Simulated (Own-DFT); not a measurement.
# Computed records: Hf₃₆O₇₁ (tetragonal hafnia with one neutral oxygen vacancy, atoms displaced)

Computed with Own-DFT development build. A calculation, not a measurement: plane-wave PBE and HSE06 DFT by an unreviewed code, no spin, of a simulated cell at Gamma alone, so results move with cell size and shape, stress positive in tension, energies less offsets, not probed for a lower state with spin; hafnium file: forces about 75 meV/angstrom off all-electron values; oxygen file: force components 24 meV/angstrom off all-electron in a glass; k mesh not checked against a denser one; forces and stress are PBE's, HSE06 gives the energy alone, and its difference from PBE has offsets of its own; offsets are fitted by least squares, one for each functional and potential file, so energies compare only between cells with the same atoms and settings and are not formation energies; the far tail of each file's local potential was reset to the Coulomb form; each entry is a single point on an unrelaxed cell, so the pressure reflects the starting lattice, taken from the Materials Project, from which strain is counted, and rises with the displacements; printed positions are rounded, which can move forces by about a meV/angstrom; the program is a retired in-house code; no spin-orbit coupling.

Common to all runs: first functional PBE; second functional HSE06; exact exchange share 0.25; screening 0.11 1/bohr; exchange divergence Gygi-Baldereschi; potential files PseudoDojo norm-conserving, scalar-relativistic, made for PBE, standard set; wave cutoff 48 hartree; occupations fixed; k mesh 1 x 1 x 1 centred on Gamma.

(1) Hf₃₆O₇₁ (tetragonal hafnia with one neutral oxygen vacancy, atoms displaced)

```
cell vectors (Å)
  10.7800     0.0000     0.0000
   0.0000    10.7800     0.0000
   0.0000     0.0000    10.4493
atoms (fractions of the cell vectors)
Hf  0.99640  0.99993  0.00053
Hf  0.17003  0.16695  0.24878
O   0.99840  0.16779  0.15375
O   0.17003  0.99571  0.34394
O   0.00033  0.16632  0.40184
O   0.16763  0.99786  0.09605
Hf  0.99815  0.99810  0.49431
Hf  0.16914  0.16439  0.75089
O   0.99633  0.16392  0.65371
O   0.16715  0.00502  0.84943
O   0.99827  0.16529  0.90563
O   0.16692  0.99498  0.60424
Hf  0.00116  0.33657  0.99529
Hf  0.16589  0.49853  0.25048
O   0.00011  0.50076  0.15305
O   0.16539  0.33310  0.34666
O   0.99474  0.49859  0.40703
O   0.16757  0.33494  0.09680
Hf  0.99677  0.33121  0.49936
Hf  0.16378  0.50268  0.75206
O   0.00292  0.50053  0.64937
O   0.17165  0.33000  0.84419
O   0.99755  0.50128  0.90023
O   0.16420  0.33501  0.59254
Hf  0.99868  0.66670  0.00155
Hf  0.17031  0.83377  0.24739
O   0.00260  0.83075  0.14855
O   0.15990  0.66475  0.34812
O   0.99757  0.82766  0.40398
O   0.17167  0.66387  0.09953
Hf  0.00143  0.66502  0.50137
Hf  0.16424  0.82784  0.74471
O   0.99566  0.83294  0.65057
O   0.16832  0.66817  0.85230
O   0.00087  0.83061  0.89867
O   0.16411  0.66600  0.59963
Hf  0.33560  0.00036  0.00257
Hf  0.49953  0.16442  0.25117
O   0.33730  0.16579  0.15137
O   0.49265  0.99422  0.35110
O   0.33237  0.16750  0.40297
O   0.49969  0.00361  0.08924
Hf  0.33250  0.00096  0.49902
Hf  0.49411  0.16650  0.74676
O   0.32706  0.17206  0.64678
O   0.49881  0.99536  0.84810
O   0.32775  0.17060  0.90086
O   0.49790  0.00122  0.59681
Hf  0.33303  0.33557  0.99861
Hf  0.50028  0.50409  0.24729
O   0.33641  0.49491  0.15376
O   0.50202  0.33224  0.34806
O   0.33427  0.49807  0.39782
O   0.50239  0.33417  0.09682
Hf  0.32735  0.33657  0.49466
Hf  0.49887  0.49833  0.74792
O   0.33190  0.49964  0.64920
O   0.50267  0.33057  0.84414
O   0.33118  0.50581  0.90545
O   0.49802  0.33303  0.59395
Hf  0.33509  0.66908  0.00201
Hf  0.49956  0.83346  0.25018
O   0.33041  0.83814  0.15050
O   0.49886  0.66766  0.34520
O   0.32956  0.83135  0.40298
O   0.50224  0.66494  0.09757
Hf  0.32979  0.66882  0.50405
Hf  0.50006  0.83444  0.74692
O   0.33527  0.83359  0.65221
O   0.50523  0.66640  0.84545
O   0.33003  0.83570  0.90197
O   0.50487  0.67154  0.59786
Hf  0.66468  0.00149  0.00008
Hf  0.83212  0.16762  0.24909
O   0.66590  0.16503  0.15078
O   0.83243  0.99213  0.34551
O   0.66338  0.16281  0.40295
O   0.83320  0.00254  0.09308
Hf  0.66404  0.00451  0.50526
Hf  0.83019  0.16375  0.74804
O   0.66259  0.16568  0.65193
O   0.83531  0.00056  0.85240
O   0.66344  0.16854  0.90441
O   0.83052  0.99973  0.59747
Hf  0.66617  0.33266  0.99859
Hf  0.83174  0.50064  0.25001
O   0.67191  0.49975  0.15420
O   0.83378  0.33160  0.35168
O   0.66418  0.50167  0.39777
O   0.83086  0.33504  0.09878
Hf  0.66701  0.33720  0.49941
Hf  0.83561  0.49883  0.75541
O   0.83057  0.33589  0.85219
O   0.66770  0.49813  0.90186
O   0.83759  0.33683  0.59773
Hf  0.67133  0.67443  0.00163
Hf  0.83585  0.83211  0.24803
O   0.66653  0.83504  0.14723
O   0.82764  0.66620  0.34587
O   0.66206  0.83203  0.40096
O   0.83158  0.66869  0.09716
Hf  0.66755  0.67179  0.50467
Hf  0.83040  0.83413  0.74829
O   0.66500  0.83446  0.65210
O   0.83305  0.66752  0.85008
O   0.66710  0.82922  0.89647
O   0.83212  0.66662  0.59852
```

Results for Hf₃₆O₇₁ (tetragonal hafnia with one neutral oxygen vacancy, atoms displaced): PBE energy of cell above offsets -101.071 eV; HSE06 less PBE above offsets -0.154 eV; PBE pressure 0.68 GPa; PBE stress xx -1.07 GPa; PBE stress yy 0.23 GPa; PBE stress zz -1.19 GPa; PBE stress yz 0.33 GPa; PBE stress xz 0.07 GPa; PBE stress xy 0.04 GPa.

Force:
```tsv
element	x (eV/Å)	y (eV/Å)	z (eV/Å)
Hf	1.073	-0.098	-0.65
Hf	-0.522	-0.169	-0.315
O	0.478	-0.105	0.238
O	-0.375	0.903	0.589
O	0.031	-0.774	-0.084
O	-0.362	0.357	0.375
Hf	0.191	-0.092	0.906
Hf	-0.855	-0.379	-0.121
O	0.232	0.008	-0.035
O	-0.123	-1.228	-0.358
O	-0.1	0.858	-0.114
O	-0.327	0.081	-1.318
Hf	-0.624	-1.111	0.906
Hf	0.468	0.337	-0.306
O	-0.086	0.096	-0.267
O	0.101	-0.197	-0.244
O	0.203	0.133	-0.558
O	-0.197	-0.209	-0.121
Hf	0.556	0.288	0.101
Hf	0.577	-0.59	-0.247
O	-0.413	0.261	0.925
O	-0.632	1.367	0.28
O	0.437	-0.022	-0.088
O	-0.151	0.022	0.214
Hf	0.618	0.629	-0.006
Hf	-0.645	-0.647	0.058
O	-0.316	0.018	0.311
O	0.381	0.043	0.195
O	0.047	0.942	-0.387
O	-0.579	0.017	-0.003
Hf	-0.811	-0.478	-0.364
Hf	-0.047	1.632	1.223
O	0.333	-0.08	-0.026
O	-0.301	-0.437	-0.623
O	-0.033	0.277	0.319
O	0.54	0.453	0.45
Hf	-1.366	0.085	-1.345
Hf	0.484	0.803	0.311
O	-0.63	0.044	0.12
O	0.019	0.835	-0.635
O	-0.189	-0.3	-0.504
O	0.358	-0.255	1.447
Hf	-0.443	-0.152	0.072
Hf	-0.024	0.074	0.297
O	0.976	-0.534	0.31
O	0.08	1.119	-0.41
O	0.784	-0.662	0.023
O	-0.312	0.147	0.362
Hf	0.412	0.303	0.212
Hf	0.655	-0.847	0.402
O	-0.703	0.192	-0.178
O	-0.034	-0.134	-0.579
O	-0.248	1.14	0.394
O	-0.443	-0.089	-0.226
Hf	0.577	-0.196	0.603
Hf	0.897	0.16	0.157
O	-0.12	0.394	0.379
O	-0.547	0.547	-0.068
O	0.14	-0.915	-0.359
O	0.178	0.329	0.222
Hf	0.013	0.233	-0.556
Hf	0.474	-0.687	0.243
O	1.247	-0.199	0.112
O	-0.389	0.311	0.094
O	-0.152	-0.189	0.048
O	-0.213	0.221	0.096
Hf	1.02	-0.646	-0.699
Hf	-0.06	-0.885	0.901
O	-0.533	-0.495	-0.35
O	-0.553	-0.004	-0.231
O	0.227	-0.486	0.158
O	-1.201	-0.687	-0.076
Hf	0.527	-0.109	-0.703
Hf	0.099	-0.027	-0.086
O	0.013	-0.261	0.451
O	0.377	1.328	0.149
O	0.24	0.208	-0.132
O	-0.312	-0.253	0.788
Hf	0.1	-0.92	-0.918
Hf	0.466	0.467	0.666
O	0.403	-0.129	0.084
O	-0.359	-0.168	-0.912
O	0.187	-0.806	-0.511
O	0.322	0.153	0.06
Hf	0.142	0.621	0.228
Hf	0.073	-0.455	0.488
O	-0.949	0.167	-0.309
O	-0.271	-0.124	-0.437
O	0.165	-0.047	1.4
O	0.819	-0.311	-0.028
Hf	-0.432	0.267	-0.304
Hf	-0.89	0.139	-0.744
O	0.49	-0.879	-0.69
O	-0.048	0.679	-0.162
O	-1.396	0.077	0.623
Hf	-1.007	-1.421	-0.86
Hf	-0.305	-0.628	0.131
O	-0.129	0.122	0.287
O	0.338	0.36	-0.044
O	-0.005	0.836	0.181
O	0.931	0.047	0.298
Hf	0.221	-0.649	-1.252
Hf	0.328	-0.217	0.633
O	0.371	0.258	-0.369
O	0.178	-0.125	-0.226
O	0.203	1.385	0.336
O	-0.042	-0.274	0.282
```

(2) Hf₃₆O₇₁ (tetragonal hafnia with one neutral oxygen vacancy, atoms displaced)

```
cell vectors (Å)
  10.7800     0.0000     0.0000
   0.0000    10.7800     0.0000
   0.0000     0.0000    10.4493
atoms (fractions of the cell vectors)
Hf  0.00130  0.99590  0.99954
Hf  0.16309  0.15784  0.24995
O   0.00148  0.17492  0.16603
O   0.17516  0.99618  0.34021
O   0.99583  0.15806  0.40909
O   0.17188  0.98721  0.10093
Hf  0.99456  0.98732  0.49269
Hf  0.17849  0.15901  0.75461
O   0.99779  0.17222  0.65744
O   0.16372  0.01442  0.84582
O   0.99678  0.18187  0.90293
O   0.14988  0.00361  0.58186
Hf  0.01404  0.33759  0.98465
Hf  0.16644  0.49377  0.24584
O   0.00250  0.50066  0.16649
O   0.16244  0.33083  0.34923
O   0.99501  0.49900  0.40496
O   0.18293  0.33353  0.10038
Hf  0.01727  0.32882  0.49549
Hf  0.17806  0.50213  0.74355
O   0.99519  0.50853  0.66460
O   0.15506  0.32900  0.84991
O   0.00475  0.49042  0.90268
O   0.17160  0.32338  0.58988
Hf  0.99013  0.66724  0.98760
Hf  0.16429  0.83634  0.24766
O   0.99918  0.83588  0.15721
O   0.16522  0.67104  0.36380
O   0.01218  0.83524  0.39271
O   0.17372  0.66698  0.09418
Hf  0.00333  0.66999  0.49819
Hf  0.16272  0.82271  0.73859
O   0.99112  0.83433  0.66243
O   0.17232  0.65626  0.84178
O   0.00587  0.84832  0.90774
O   0.17311  0.65292  0.59028
Hf  0.32867  0.00271  0.99006
Hf  0.50057  0.15138  0.25369
O   0.32842  0.15864  0.15757
O   0.49897  0.98799  0.35525
O   0.33286  0.16441  0.39519
O   0.49503  0.00750  0.10768
Hf  0.32384  0.01545  0.50446
Hf  0.50066  0.17475  0.74212
O   0.33212  0.16731  0.65049
O   0.50142  0.98839  0.83963
O   0.33438  0.16598  0.91204
O   0.48923  0.99198  0.59326
Hf  0.31840  0.33221  0.99469
Hf  0.50295  0.49117  0.25996
O   0.50209  0.33346  0.34122
O   0.33288  0.48932  0.40680
O   0.50518  0.34417  0.10125
Hf  0.33635  0.32147  0.50107
Hf  0.49582  0.50812  0.76410
O   0.32990  0.49026  0.64056
O   0.49813  0.32660  0.85418
O   0.33840  0.50844  0.90585
O   0.49686  0.32943  0.60384
Hf  0.32880  0.66142  0.00948
Hf  0.49857  0.84752  0.24873
O   0.33179  0.82673  0.15899
O   0.51186  0.66928  0.34785
O   0.33578  0.83280  0.40961
O   0.52177  0.66212  0.10650
Hf  0.33882  0.67943  0.50245
Hf  0.50660  0.83671  0.74283
O   0.32205  0.85454  0.64226
O   0.49924  0.66255  0.84924
O   0.32593  0.83914  0.89946
O   0.49563  0.66779  0.60725
Hf  0.67719  0.00672  0.00809
Hf  0.82285  0.16190  0.25001
O   0.66069  0.16363  0.14281
O   0.83045  0.00619  0.35719
O   0.67437  0.16930  0.40742
O   0.81519  0.99723  0.09859
Hf  0.66479  0.00521  0.49753
Hf  0.83647  0.17449  0.75032
O   0.67349  0.17253  0.64640
O   0.81658  0.00619  0.85172
O   0.66995  0.17613  0.89355
O   0.82457  0.02205  0.59376
Hf  0.66146  0.33724  0.99840
Hf  0.83494  0.49711  0.25432
O   0.64776  0.50398  0.15561
O   0.83978  0.33098  0.34617
O   0.66890  0.49425  0.39569
O   0.84365  0.33052  0.09735
Hf  0.65140  0.34346  0.49506
Hf  0.83659  0.50599  0.74314
O   0.65621  0.50482  0.66974
O   0.82977  0.33101  0.86292
O   0.66861  0.50278  0.89429
O   0.84269  0.33313  0.60107
Hf  0.67091  0.67213  0.99869
Hf  0.83606  0.83295  0.23603
O   0.67884  0.83096  0.16610
O   0.83963  0.65898  0.34702
O   0.67410  0.82969  0.40082
O   0.84158  0.66757  0.08911
Hf  0.67240  0.66381  0.50107
Hf  0.83043  0.84102  0.74925
O   0.65302  0.82973  0.64522
O   0.83494  0.66797  0.85810
O   0.66562  0.84821  0.91197
O   0.85047  0.65646  0.60646
```

Results for Hf₃₆O₇₁ (tetragonal hafnia with one neutral oxygen vacancy, atoms displaced): PBE energy of cell above offsets -84.944 eV; HSE06 less PBE above offsets 0.712 eV; PBE pressure 6.39 GPa; PBE stress xx -6.81 GPa; PBE stress yy -5.75 GPa; PBE stress zz -6.6 GPa; PBE stress yz 0.08 GPa; PBE stress xz 1.6 GPa; PBE stress xy -0.11 GPa.

Force:
```tsv
element	x (eV/Å)	y (eV/Å)	z (eV/Å)
Hf	0.261	4.116	1.562
Hf	0.109	1.32	0.469
O	-0.502	-1.607	-1.204
O	-0.068	0.391	0.993
O	1.069	-0.039	-0.232
O	-1.705	0.738	-1.364
Hf	-2.436	3.55	0.225
Hf	-3.992	3.819	-2.21
O	2.149	-0.312	0.601
O	-0.396	-4.161	1.522
O	0.002	-4.905	0.022
O	2.215	0.126	2.016
Hf	-3.477	-1.444	4.596
Hf	1.404	1.22	1.893
O	0.148	0.441	-1.741
O	-0.027	-0.598	-0.734
O	0.492	0.447	0.972
O	-3.687	0.781	1.635
Hf	-3.79	-0.835	-0.002
Hf	-1.673	-1.34	-0.716
O	4.131	-0.487	-1.139
O	3.093	0.624	-1.057
O	-0.488	4.766	-0.698
O	0.717	0.364	1.542
Hf	2.224	-1.343	0.674
Hf	1.488	-2.039	0.838
O	0.513	0.517	-2.505
O	0.208	-0.757	-2.434
O	-1.182	-0.88	0.841
O	-3.235	-0.274	0.547
Hf	0.919	-2.409	-1.943
Hf	2.444	0.537	1.524
O	0.84	0.086	-1.435
O	-0.791	2.492	0.091
O	-0.203	-3.286	-1.803
O	-1.131	1.507	2.341
Hf	1.418	-1.86	1.886
Hf	-1.066	1.617	-1.668
O	0.878	0.258	-0.314
O	0.53	3.615	0.895
O	0.692	0.478	0.208
O	0.458	-1.11	-0.547
Hf	0.094	-3.741	-0.542
Hf	3.218	-1	1.475
O	0.533	-0.75	-0.471
O	-0.752	3.203	0.6
O	-0.353	0.339	-2.285
O	1.542	1.184	-0.003
Hf	5.558	1.39	0.047
Hf	-2.169	3.347	-2.216
O	0.438	-3.45	2.536
O	0.231	0.848	-0.625
O	-2.783	-0.758	-0.285
Hf	-0.695	3.311	-0.997
Hf	-0.036	-1.832	-1.08
O	1.164	0.049	1.96
O	-0.527	1.049	-0.874
O	-0.867	-2.405	-0.59
O	0.084	-0.478	-0.524
Hf	3.286	1.798	0.368
Hf	0.045	-5.163	-0.954
O	1.04	-0.029	-0.432
O	-0.535	-0.062	1.103
O	0.138	1.831	-1.079
O	-3.226	1.581	-1.501
Hf	0.289	-2.282	-1.881
Hf	-3.606	-0.737	1.493
O	-0.486	-1.67	1.582
O	0.415	3.199	0.966
O	-0.827	-1.095	-0.167
O	0.313	-0.076	-0.577
Hf	-6.603	2.242	-4.651
Hf	1.661	3.026	0.394
O	0.155	0.23	1.45
O	-0.06	-2.048	-1.73
O	-1.479	0.348	-1.512
O	7.961	-0.096	3.179
Hf	0.142	-0.821	0.471
Hf	-0.388	1.727	-0.11
O	-2.803	-0.087	0.389
O	1.874	-1.249	-0.573
O	-1.094	-1.498	0.904
O	1.403	-2.802	0.861
Hf	1.949	0.293	0.012
Hf	-0.446	-2.294	-0.909
O	5.515	-0.582	-0.665
O	-0.686	-0.339	-0.27
O	0.049	1.612	1.12
O	-1.597	0.539	0.208
Hf	3.15	-2.573	1.783
Hf	-1.916	-3.11	1.677
O	1.448	0.047	-3.183
O	0.573	1.612	-2.003
O	-0.345	0.441	1.679
O	-1.363	1.236	-0.416
Hf	-1.738	-1.171	0.272
Hf	-0.042	-0.589	4.718
O	-3.361	0.222	-2.327
O	-0.304	2.089	0.43
O	0.526	0.333	1.391
O	-1.013	0.184	1.611
Hf	-1.27	0.948	-1.089
Hf	-2.392	0.485	1.158
O	4.874	-0.095	-0.283
O	0.788	1.619	-1.555
O	0.294	-3.115	-1.019
O	-3.541	1.51	-0.603
```
